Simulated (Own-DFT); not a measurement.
Simulation results for Si$_{12}$O$_{23}$ (quartz with two neutral oxygen vacancies, strained, atoms displaced)

Computed with Own-DFT development build. A calculation, not a measurement: plane-wave PBE and HSE06 DFT by an unreviewed code, no spin, of a simulated cell at Gamma alone, so results move with cell size and shape, stress positive in tension, energies less offsets, not probed for a lower state with spin; oxygen file: force components 24 meV/angstrom off all-electron in a glass; k mesh not checked against a denser one; forces and stress are PBE's, HSE06 gives the energy alone, and its difference from PBE has offsets of its own; offsets are fitted by least squares, one for each functional and potential file, so energies compare only between cells with the same atoms and settings and are not formation energies; the far tail of each file's local potential was reset to the Coulomb form; each entry is a single point on an unrelaxed cell, so the pressure reflects the starting lattice, mostly measured values (interpolated for alloys), from which strain is counted, and rises with the displacements; printed positions are rounded, which can move forces by about a meV/angstrom; the program, named Own-DFT, is a retired in-house code; no spin-orbit coupling.

Settings shared by all entries: first functional PBE; second functional HSE06; exact exchange share 0.25; screening 0.11 1/bohr; exchange divergence Gygi-Baldereschi; potential files PseudoDojo norm-conserving, scalar-relativistic, made for PBE, standard set; wave cutoff 48 hartree; occupations fixed; k mesh 1 x 1 x 1 centred on Gamma.

(1) 
```cif
# cell vector a (Å): 9.9629 0.0184 -0.1584
# cell vector b (Å): -4.9656 8.5818 -0.0591
# cell vector c (Å): -0.1742 -0.1756 10.6322
data_Si12O23
_symmetry_space_group_name_H-M 'P 1'
_symmetry_Int_Tables_number 1
_cell_length_a 9.9642
_cell_length_b 9.9150
_cell_length_c 10.6351
_cell_angle_alpha 90.690
_cell_angle_beta 91.851
_cell_angle_gamma 119.938
_cell_volume 909.54
loop_
_atom_site_label
_atom_site_type_symbol
_atom_site_fract_x
_atom_site_fract_y
_atom_site_fract_z
_atom_site_occupancy
Si1 Si 0.22749 0.97151 0.99573 1
Si2 Si 0.99260 0.23394 0.32782 1
Si3 Si 0.25457 0.26156 0.14383 1
O1 O 0.21061 0.13722 0.04748 1
O2 O 0.43857 0.29930 0.23640 1
O3 O 0.37081 0.07195 0.39645 1
O4 O 0.07567 0.36933 0.45395 1
O5 O 0.13585 0.19854 0.27403 1
O6 O 0.30120 0.43730 0.10853 1
Si4 Si 0.24869 0.00129 0.50191 1
Si5 Si 0.99245 0.25391 0.82820 1
Si6 Si 0.27307 0.28101 0.66782 1
O7 O 0.20560 0.13702 0.55330 1
O8 O 0.42003 0.28378 0.72467 1
O9 O 0.36208 0.07429 0.90335 1
O10 O 0.06799 0.35129 0.93581 1
O11 O 0.29234 0.42919 0.61622 1
Si7 Si 0.22682 0.48922 0.00445 1
Si8 Si 0.99950 0.72791 0.33105 1
Si9 Si 0.26852 0.77055 0.16104 1
O12 O 0.20660 0.62456 0.04599 1
O13 O 0.42977 0.78550 0.24310 1
O14 O 0.36254 0.57557 0.37637 1
O15 O 0.07648 0.87160 0.43682 1
O16 O 0.13116 0.70277 0.27627 1
O17 O 0.28723 0.92883 0.10390 1
Si10 Si 0.23652 0.49690 0.48901 1
Si11 Si 0.00791 0.74378 0.82887 1
Si12 Si 0.25963 0.75165 0.65725 1
O18 O 0.20488 0.63558 0.55639 1
O19 O 0.42028 0.79628 0.72809 1
O20 O 0.35933 0.57480 0.90064 1
O21 O 0.07063 0.86211 0.94556 1
O22 O 0.12428 0.69452 0.77229 1
O23 O 0.30886 0.92257 0.61135 1
Si13 Si 0.74724 0.99455 0.99598 1
Si14 Si 0.50400 0.23691 0.33037 1
Si15 Si 0.76814 0.27156 0.17260 1
O24 O 0.70620 0.13298 0.07097 1
O25 O 0.91398 0.28879 0.21713 1
O26 O 0.87449 0.08196 0.37946 1
O27 O 0.56978 0.37728 0.43583 1
O28 O 0.63235 0.20661 0.26185 1
O29 O 0.81257 0.44740 0.10014 1
Si16 Si 0.76188 0.02756 0.50405 1
Si17 Si 0.49864 0.24066 0.83402 1
Si18 Si 0.78160 0.26786 0.66195 1
O30 O 0.72428 0.13817 0.56407 1
O31 O 0.85371 0.06378 0.89362 1
O32 O 0.58700 0.36794 0.94658 1
O33 O 0.63096 0.20777 0.76903 1
O34 O 0.78128 0.41389 0.60980 1
Si19 Si 0.72470 0.49250 0.99931 1
Si20 Si 0.52229 0.74096 0.32802 1
Si21 Si 0.77064 0.75922 0.16334 1
O35 O 0.71158 0.63282 0.06088 1
O36 O 0.92151 0.79523 0.22869 1
O37 O 0.87084 0.56934 0.39911 1
O38 O 0.58199 0.86239 0.44236 1
O39 O 0.62022 0.70157 0.26153 1
O40 O 0.78029 0.91599 0.10444 1
Si22 Si 0.73915 0.47990 0.49992 1
Si23 Si 0.50312 0.73524 0.84466 1
Si24 Si 0.77659 0.76890 0.66607 1
O41 O 0.70240 0.61599 0.55501 1
O42 O 0.93254 0.79197 0.72732 1
O43 O 0.86238 0.56452 0.88356 1
O44 O 0.58583 0.88528 0.92388 1
O45 O 0.61733 0.70563 0.77093 1
O46 O 0.80305 0.93197 0.60032 1
_calc_PBE_energy_of_cell_above_offsets '-2.248'  # eV
_calc_HSE06_less_PBE_above_offsets '0.753'  # eV
_calc_PBE_pressure 12.32  # GPa
_calc_PBE_stress_xx -11.35  # GPa
_calc_PBE_stress_yy -10.82  # GPa
_calc_PBE_stress_zz -14.78  # GPa
_calc_PBE_stress_yz -6.26  # GPa
_calc_PBE_stress_xz -8.6  # GPa
_calc_PBE_stress_xy 1.62  # GPa
```

Force:
```tsv
element	x (eV/Å)	y (eV/Å)	z (eV/Å)
Si	-1.487	11.55	-4.215
Si	4.994	4.793	-1.786
Si	1.905	2.89	9.432
O	0.953	-5.071	-4.018
O	-7.04	1.168	-6.956
O	1.88	1.534	-1.655
O	-3.993	-5.744	-3.978
O	-1.864	1.725	-1.617
O	1.342	-1.976	1.817
Si	-2.236	-0.425	1.357
Si	-1.608	-9.58	-11.01
Si	-2.589	-6.301	0.314
O	0.924	0.123	1.021
O	1.022	1.293	0.367
O	1.253	1.395	-1.97
O	1.767	7.166	9.767
O	-1.889	5.368	-3.436
Si	1.295	0.605	-4.254
Si	-1.236	0.846	2.065
Si	2.369	-3.516	3.308
O	-3.79	5.459	3.917
O	-8.519	2.809	-7.388
O	-0.335	-1.434	2.319
O	0.748	-0.301	0.241
O	2.424	0.573	-2.968
O	5.495	-3.56	7.599
Si	4.348	5.949	1.902
Si	1.404	-7.395	2.576
Si	-0.228	5.517	8.182
O	1.136	-7.233	-7.098
O	1.834	-1.452	1.954
O	1.136	0.105	-0.6
O	-4.288	-3.386	-1.355
O	1.13	0.906	-1.205
O	-2.38	2.085	-1.705
Si	-7.389	2.434	3.76
Si	1.782	-2.941	3.334
Si	-7.393	1.206	-7.203
O	1.427	-2.493	-2.895
O	10.37	2.077	5.021
O	-2.642	-4.325	3.692
O	1.248	-1.404	0.333
O	-2.26	-0.425	3.684
O	1.74	-3.045	3.476
Si	2.396	-9.277	-5.77
Si	3.396	-4.105	0.65
Si	-0.736	1.503	9.603
O	-3.337	0.779	-1.592
O	5.118	5.554	-6.17
O	-7.745	-9.119	-4.598
O	-0.132	0.427	-0.284
O	2.567	-0.092	2.224
Si	8.907	10.4	1.353
Si	-6.308	-1.345	8.389
Si	-6.184	1.618	1.339
O	-0.83	-2.007	-2.773
O	4.142	0.322	2.145
O	0.985	0.172	-1.119
O	1.893	3.756	1.985
O	10.76	-1.71	-5.719
O	2.845	-2.013	3.16
Si	-4.725	5.253	-3.006
Si	-4.825	-2.144	-3.896
Si	-4.696	-2.624	-1.986
O	0.322	2.796	2.408
O	-2.291	2.317	-2.634
O	-0.802	1.932	0.404
O	-1.166	1.018	2.839
O	5.718	0.095	-3.001
O	1.963	-1.072	1.926
```

(2) 
```cif
# cell vector a (Å): 9.9323 -0.1084 -0.1034
# cell vector b (Å): -5.0600 8.6807 0.1207
# cell vector c (Å): -0.1137 0.0876 10.7233
data_Si12O23
_symmetry_space_group_name_H-M 'P 1'
_symmetry_Int_Tables_number 1
_cell_length_a 9.9334
_cell_length_b 10.0485
_cell_length_c 10.7243
_cell_angle_alpha 88.602
_cell_angle_beta 91.209
_cell_angle_gamma 120.867
_cell_volume 918.51
loop_
_atom_site_label
_atom_site_type_symbol
_atom_site_fract_x
_atom_site_fract_y
_atom_site_fract_z
_atom_site_occupancy
Si1 Si 0.22452 0.99204 0.99794 1
Si2 Si 0.00100 0.23972 0.33822 1
Si3 Si 0.27441 0.27055 0.16210 1
O1 O 0.21132 0.13650 0.06175 1
O2 O 0.42964 0.29967 0.23270 1
O3 O 0.36643 0.08326 0.38549 1
O4 O 0.06814 0.35914 0.44484 1
O5 O 0.13158 0.21039 0.28453 1
O6 O 0.27948 0.41062 0.10911 1
Si4 Si 0.21457 0.99538 0.48803 1
Si5 Si 0.01442 0.23404 0.84597 1
Si6 Si 0.26851 0.28327 0.65918 1
O7 O 0.21329 0.13277 0.55700 1
O8 O 0.43795 0.31429 0.72197 1
O9 O 0.35412 0.05657 0.90010 1
O10 O 0.07551 0.37662 0.91898 1
O11 O 0.11765 0.20810 0.76603 1
O12 O 0.30547 0.44367 0.60685 1
Si7 Si 0.23996 0.49172 0.98670 1
Si8 Si 0.01155 0.75006 0.32746 1
Si9 Si 0.28112 0.76964 0.16373 1
O13 O 0.20838 0.63720 0.06262 1
O14 O 0.42353 0.79809 0.22983 1
O15 O 0.35991 0.57660 0.39138 1
O16 O 0.06246 0.85945 0.43898 1
O17 O 0.13410 0.71539 0.27596 1
O18 O 0.28247 0.92125 0.10961 1
Si10 Si 0.22350 0.49404 0.51050 1
Si11 Si 0.00232 0.75373 0.83206 1
Si12 Si 0.27348 0.78329 0.66898 1
O19 O 0.22452 0.64737 0.55948 1
O20 O 0.41846 0.78450 0.71589 1
O21 O 0.37923 0.58343 0.89066 1
O22 O 0.08352 0.87470 0.93319 1
O23 O 0.12029 0.69261 0.77622 1
O24 O 0.28725 0.92160 0.60194 1
Si13 Si 0.72712 0.99188 0.99788 1
Si14 Si 0.48843 0.22017 0.32071 1
Si15 Si 0.75723 0.26673 0.17344 1
O25 O 0.70850 0.12963 0.06051 1
O26 O 0.92603 0.31262 0.21232 1
O27 O 0.86291 0.07510 0.38917 1
O28 O 0.57915 0.35713 0.43217 1
O29 O 0.62132 0.21038 0.27547 1
O30 O 0.79778 0.43049 0.10005 1
Si16 Si 0.72759 0.99096 0.49519 1
Si17 Si 0.51336 0.24743 0.83820 1
Si18 Si 0.76978 0.26504 0.67786 1
O31 O 0.71257 0.12758 0.55390 1
O32 O 0.93460 0.30425 0.71459 1
O33 O 0.58940 0.37168 0.94555 1
O34 O 0.64419 0.22922 0.77650 1
O35 O 0.79809 0.43713 0.59631 1
Si19 Si 0.73844 0.49037 0.99892 1
Si20 Si 0.50527 0.75714 0.33909 1
Si21 Si 0.75422 0.76002 0.17226 1
O36 O 0.68783 0.62566 0.05834 1
O37 O 0.93636 0.81102 0.23253 1
O38 O 0.86557 0.57593 0.38991 1
O39 O 0.57969 0.87491 0.43573 1
O40 O 0.62238 0.70902 0.27698 1
O41 O 0.80141 0.92458 0.10810 1
Si22 Si 0.73781 0.50367 0.49709 1
Si23 Si 0.50638 0.73247 0.83599 1
Si24 Si 0.76009 0.76836 0.66975 1
O42 O 0.70516 0.63615 0.56892 1
O43 O 0.93569 0.80109 0.73169 1
O44 O 0.86733 0.56813 0.89226 1
O45 O 0.64007 0.71984 0.78145 1
O46 O 0.79927 0.94045 0.60922 1
_calc_PBE_energy_of_cell_above_offsets '-5.185'  # eV
_calc_HSE06_less_PBE_above_offsets '0.882'  # eV
_calc_PBE_pressure 9.91  # GPa
_calc_PBE_stress_xx -13.04  # GPa
_calc_PBE_stress_yy -6.97  # GPa
_calc_PBE_stress_zz -9.72  # GPa
_calc_PBE_stress_yz -1.06  # GPa
_calc_PBE_stress_xz -5.68  # GPa
_calc_PBE_stress_xy -1.73  # GPa
```

Force:
```tsv
element	x (eV/Å)	y (eV/Å)	z (eV/Å)
Si	2.284	5.002	6.362
Si	-1.427	-0.785	-3.868
Si	-0.369	-5.682	5.064
O	0.353	-1.489	-1.217
O	-2.844	1.895	-3.917
O	-4.304	-8.286	4.287
O	-0.344	1.566	2.207
O	2.332	0.464	-2.429
O	-2.974	6.163	-4.51
Si	5.411	3.211	2.436
Si	-8.562	-6.241	-2.014
Si	2.402	-5.237	1.429
O	-1.63	2.484	1.632
O	-0.084	-1.156	1.867
O	4.142	5.699	-4.494
O	0.747	6.545	4.779
O	7.856	-0.301	-4.93
O	1.633	-0.522	2.091
Si	-2.974	2.597	4.544
Si	-1.038	-6.179	0.333
Si	-9.159	-1.842	-1.198
O	2.508	-3.087	-2.539
O	5.316	2.457	1.845
O	-0.242	1.242	0.575
O	-1.453	0.964	2.058
O	3.629	0.087	-1.88
O	0.348	0.594	0.086
Si	-1.742	5.83	-4.959
Si	6.57	-9.148	2.965
Si	-3.766	-7.436	0.762
O	-0.827	-1.136	-0.077
O	6.604	0.613	4.387
O	-1.29	-5.136	2.115
O	-4.6	-2.707	-0.159
O	0.539	2.61	-0.872
O	-3.001	5.158	-3.343
Si	1.094	0.572	-0.936
Si	-0.863	7.376	5.064
Si	-0.452	-0.439	-2.823
O	-1.002	0.234	0.811
O	4.417	-0.909	4.091
O	-0.261	-0.67	-0.4
O	-0.467	0.819	0.513
O	7.623	-1.401	-3.93
O	2.989	-3.224	5.177
Si	3.901	7.532	3.415
Si	-4.352	-2.69	-0.953
Si	-0.764	1.38	-7.97
O	-1.862	2.191	2.558
O	3.759	-0.444	3.035
O	-5.748	-6.216	-3.02
O	-0.63	-1.666	1.505
O	3.378	-4.109	5.108
Si	-0.315	10.18	0.241
Si	-0.435	-10.09	-3.004
Si	2.573	-0.953	-1.096
O	1.716	-0.136	0.826
O	-3.991	0.029	-3.158
O	0.773	2.587	-1.686
O	-3.445	-0.193	1.81
O	0.319	0.422	0.079
O	-1.452	0.969	-1.196
Si	-3.332	-0.35	-2.532
Si	-2.558	7.79	-1.404
Si	2.676	1.792	-1.329
O	0.252	-0.833	-1.059
O	-7.601	2.483	-6.707
O	0.09	2.919	-0.907
O	2.631	-0.821	-0.842
O	1.297	-2.95	1.3
```

(3) 
```cif
# cell vector a (Å): 9.9742 0.1900 -0.0315
# cell vector b (Å): -4.8226 8.5788 0.1251
# cell vector c (Å): -0.0346 0.1389 10.6242
data_Si12O23
_symmetry_space_group_name_H-M 'P 1'
_symmetry_Int_Tables_number 1
_cell_length_a 9.9761
_cell_length_b 9.8422
_cell_length_c 10.6252
_cell_angle_alpha 88.527
_cell_angle_beta 90.353
_cell_angle_gamma 118.251
_cell_volume 918.65
loop_
_atom_site_label
_atom_site_type_symbol
_atom_site_fract_x
_atom_site_fract_y
_atom_site_fract_z
_atom_site_occupancy
Si1 Si 0.21522 0.99576 0.00079 1
Si2 Si 0.00426 0.23617 0.33213 1
Si3 Si 0.27111 0.26642 0.15691 1
O1 O 0.20013 0.13009 0.05832 1
O2 O 0.42250 0.28825 0.22998 1
O3 O 0.35966 0.05692 0.39799 1
O4 O 0.08065 0.36349 0.44741 1
O5 O 0.14901 0.22047 0.27819 1
O6 O 0.31798 0.43000 0.10924 1
Si4 Si 0.23276 0.99337 0.49870 1
Si5 Si 0.99398 0.23031 0.84065 1
Si6 Si 0.27023 0.27305 0.66379 1
O7 O 0.19619 0.11838 0.56874 1
O8 O 0.44980 0.31498 0.72987 1
O9 O 0.36949 0.07152 0.88504 1
O10 O 0.07737 0.36474 0.94720 1
O11 O 0.28661 0.42657 0.60972 1
Si7 Si 0.21984 0.48025 0.01429 1
Si8 Si 0.00444 0.73664 0.32582 1
Si9 Si 0.26832 0.77141 0.17016 1
O12 O 0.20188 0.62665 0.05562 1
O13 O 0.41782 0.78477 0.23101 1
O14 O 0.36274 0.56983 0.41138 1
O15 O 0.07437 0.86401 0.44012 1
O16 O 0.12735 0.69765 0.27857 1
O17 O 0.28210 0.90915 0.10375 1
Si10 Si 0.23371 0.49399 0.50121 1
Si11 Si 0.99916 0.73054 0.82897 1
Si12 Si 0.25436 0.75765 0.66060 1
O18 O 0.20215 0.63506 0.55743 1
O19 O 0.42891 0.79189 0.73267 1
O20 O 0.37419 0.56953 0.90457 1
O21 O 0.06531 0.86928 0.93688 1
O22 O 0.13961 0.70855 0.76857 1
O23 O 0.29247 0.93899 0.61485 1
Si13 Si 0.72665 0.00125 0.99821 1
Si14 Si 0.49194 0.23124 0.32897 1
Si15 Si 0.76642 0.26217 0.16397 1
O24 O 0.69926 0.12740 0.06252 1
O25 O 0.91986 0.29740 0.23188 1
O26 O 0.87693 0.06991 0.39847 1
O27 O 0.57542 0.37605 0.44198 1
O28 O 0.63414 0.21297 0.26914 1
O29 O 0.79908 0.43725 0.10739 1
Si16 Si 0.74795 0.01190 0.49910 1
Si17 Si 0.50471 0.24099 0.83668 1
Si18 Si 0.76980 0.24675 0.66608 1
O30 O 0.70491 0.13179 0.55821 1
O31 O 0.84959 0.05460 0.89458 1
O32 O 0.55978 0.36812 0.93917 1
O33 O 0.64508 0.21045 0.78114 1
O34 O 0.81382 0.43038 0.60905 1
Si19 Si 0.74769 0.51492 0.99480 1
Si20 Si 0.49812 0.72630 0.32983 1
Si21 Si 0.75697 0.77096 0.16255 1
O35 O 0.70020 0.63335 0.06174 1
O36 O 0.92348 0.79192 0.23494 1
O37 O 0.85663 0.55652 0.38988 1
O38 O 0.56985 0.87320 0.44507 1
O39 O 0.63118 0.72006 0.27664 1
O40 O 0.79644 0.92731 0.10149 1
Si22 Si 0.72662 0.49185 0.51155 1
Si23 Si 0.49561 0.73847 0.84713 1
Si24 Si 0.76073 0.77667 0.66137 1
O41 O 0.70898 0.62957 0.56386 1
O42 O 0.92072 0.78880 0.73339 1
O43 O 0.86637 0.57381 0.89095 1
O44 O 0.57621 0.86675 0.93779 1
O45 O 0.64355 0.70300 0.76380 1
O46 O 0.79415 0.91707 0.59856 1
_calc_PBE_energy_of_cell_above_offsets '-9.744'  # eV
_calc_HSE06_less_PBE_above_offsets '1.023'  # eV
_calc_PBE_pressure 6.74  # GPa
_calc_PBE_stress_xx -4.46  # GPa
_calc_PBE_stress_yy -5.24  # GPa
_calc_PBE_stress_zz -10.52  # GPa
_calc_PBE_stress_yz 5.31  # GPa
_calc_PBE_stress_xz -1.43  # GPa
_calc_PBE_stress_xy 5.3  # GPa
```

Force:
```tsv
element	x (eV/Å)	y (eV/Å)	z (eV/Å)
Si	5.606	-1.269	-3.674
Si	0.643	0.441	1.884
Si	0.427	-2.761	4.18
O	-1.455	1.65	0.928
O	-2.967	0.89	-3.781
O	2.738	4.085	-4.017
O	-1.549	-2.127	-1.816
O	-0.562	-0.296	-1.248
O	-1.907	2.314	-1.081
Si	-3.21	-0.544	1.134
Si	-0.003	-1.308	-3.531
Si	2.543	-4.19	3.033
O	-0.761	2.883	0.624
O	-4.495	-0.133	-3.937
O	-2.22	-0.947	2.493
O	-2.251	-3.153	-0.757
O	1.324	0.573	2.106
Si	3.935	6.511	-1.837
Si	-1.599	-4.046	7.133
Si	0.106	-8.907	1.78
O	-0.291	1.282	2.364
O	-0.002	0.512	-0.979
O	4.949	4.293	-6.173
O	0.071	-0.329	-0.501
O	4.02	0.298	-2.422
O	-3.56	6.866	-3.662
Si	-5.623	1.405	1.692
Si	1.393	1.093	0.297
Si	4.366	4.98	0.276
O	0.684	-2.201	-1.867
O	-3.106	-0.105	-2.27
O	-1.228	-0.398	0.849
O	0.094	-0.889	-0.057
O	-3.672	-1.504	3.928
O	2.389	-3.531	2.095
Si	-0.158	-1.989	0.532
Si	4.643	-0.962	6.387
Si	-3.133	2.381	-0.018
O	-0.675	1.156	0.404
O	2.276	-0.266	0.383
O	1.584	2.307	-2.484
O	-1.591	-3.799	-1.908
O	-0.864	-0.748	0.665
O	0.94	-1.967	0.206
Si	-3.319	-4.937	-1.233
Si	1.911	-2.309	-0.142
Si	-0.166	5.334	4.556
O	-0.417	-1.123	-1.826
O	2.716	3.43	-2.599
O	2.74	3.457	3.108
O	-0.498	-0.271	0.078
O	0.391	-2.574	1.189
Si	-5.016	-4.322	2.292
Si	-5.258	1.577	7.872
Si	3.89	-3.382	2.685
O	0.079	0.634	0.021
O	-5.468	1.602	-4.951
O	0.409	2.452	-0.206
O	1.575	-0.193	-1.302
O	5.906	-0.801	-3.101
O	-1.006	2.435	-0.219
Si	3.391	1.44	-2.766
Si	2.078	-5.79	-4.785
Si	7.36	-10.49	3.232
O	-1.004	1.879	0.539
O	-2.08	1.233	-2.842
O	2.522	0.867	-2.162
O	0.039	3.17	3.775
O	-6.165	-0.914	5.805
O	-2.454	10.05	-4.362
```
